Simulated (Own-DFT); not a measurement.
# Biaxial strain at fixed height in wurtzite AlGaN with randomly placed atoms, 72 atoms (Al27Ga9N36)

No measurement is shown. These are fixed-geometry runs of a retired plane-wave code named Own-DFT, which no person has reviewed; spin and spin-orbit coupling are neglected.

Settings: PBE; PseudoDojo norm-conserving scalar-relativistic files (stringent for Ga); cutoff 96 hartree; 4 x 4 x 3 k mesh centred on Gamma; Gaussian smearing of 0.01 eV.

Known weak points: forces on such cells passed a denser k mesh, each cell not checked; stress not checked against mesh or cutoff.

Unstrained cell vectors in Å: (9.394, 0.000, 0.000); (-4.697, 8.135, 0.000); (0.000, 0.000, 10.066). The unstrained cell has measured lattice constants (interpolated for alloys), not those of this functional. That, the random moves and any unrelaxed bonds set the pressure at no strain. Each run strains x and y alike by e, as a substrate would, and holds the height along z. Each atom got a random Gaussian move of width 0.05 Å along each axis. The random placing of the alloy's atoms differs from row to row. Stress is positive in tension.

| e (%) | u (Å) | (s_xx + s_yy)/2 (GPa) | s_zz (GPa) |
|---|---|---|---|
| -2.75 | 0.052 | -26.72 | -9.94 |
| -2.50 | 0.048 | -23.26 | -9.64 |
| -2.00 | 0.054 | -20.28 | -9.77 |
| -1.25 | 0.052 | -15.30 | -8.57 |
| -0.75 | 0.052 | -10.68 | -8.35 |
| -0.25 | 0.052 | ? | ? |
| 0.25 | 0.048 | -3.37 | -7.44 |
| 0.75 | 0.050 | -3.01 | -4.49 |
| 1.25 | 0.050 | 0.58 | -5.61 |
| 2.75 | 0.054 | 6.06 | -1.95 |

## Worked fit

With e as a fraction, the in-plane stress is -6.1 + 590 e - 5251 e² GPa (errors 17 and 1041, scatter 0.89), and s_zz is -6.6 + 142 e GPa (slope ± 16, scatter 0.83). At e = 0 the first slope is C11 + C12 and the second 2 C13, both with the ions held to the strained lattice and at the cell's own pressure. The term in e² is negative: the layer stiffens under compression and softens under tension. A free layer would change its height as e changes, and the in-plane slope would drop by 2 C13²/C33 to the biaxial modulus. At fixed height, a misfit of 1 % moves the in-plane stress by about 5.9 GPa and s_zz by 1.4 GPa.

## Test on the hidden row

The question: what are the two stresses at e = -0.25 %?

The fitted form gives -7.7 and -7.0 GPa. The calculation gave -8.19 and -6.09 GPa.
